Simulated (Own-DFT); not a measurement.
# Run time against the size of the problem

Wall times of single-point runs (energy, forces and, in most, stress) with one build of Own-DFT, an in-house plane-wave density functional program, since retired. Each ran alone on one NVIDIA H200 card, with norm-conserving files, no spin and no use of crystal symmetry. The k points are those left after time reversal, where it was used. Plane waves for each k point are estimated as V (2 E)^(3/2) / (6 π²) in atomic units.

| cell | atoms | valence electrons | cutoff (hartree) | volume (Å³) | k mesh | k points | plane waves | time (s) |
|---|---|---|---|---|---|---|---|---|
| In4P4 | 8 | 72 | 36 | 202 | 5x5x5 | 63 | 14100 | 106 |
| In32P30 | 62 | 566 | 36 | 1617 | 3x3x3 | 14 | 112600 | 1093 |
| AlGa31P32 | 64 | 566 | 42 | 1295 | 3x3x3 | 14 | 113600 | 996 |
| Ga32P30 | 62 | 566 | 42 | 1295 | 3x3x3 | 14 | 113600 | 1002 |
| Ga31InP32 | 64 | 576 | 42 | 1295 | 3x3x3 | 14 | 113600 | 993 |
| Ga47P49 | 96 | 856 | 42 | 1943 | 2x3x3 | 10 | 170500 | 2024 |
| In49P47 | 96 | 872 | 36 | 2426 | 2x3x3 | 10 | 168900 | 2216 |
| Ga49P47 | 96 | 872 | 42 | 1943 | 2x3x3 | 10 | 170500 | 2160 |
| As30In32 | 62 | 866 | 42 | 1779 | 3x3x3 | 14 | 156100 | 2167 |
| As32GaIn31 | 64 | 896 | 42 | 1779 | 3x3x3 | 14 | 156100 | 2124 |
| As32Ga24In8 | 64 | 896 | 42 | 1500 | 3x3x3 | 14 | 131600 | ? |

## Worked fit

Take the size N = k points x plane waves x valence electrons. A line through log(time) against log(N) has a slope of 0.92 ± 0.05 and a scatter of a factor 1.16. Part of the scatter may come from the number of self-consistent steps, which isn't shown. Times belong to this build alone.

## Withheld run

Question: how long should the last run take? Its N is 1.65e+09.

The line gives about 1989 s. It took 1672 s.
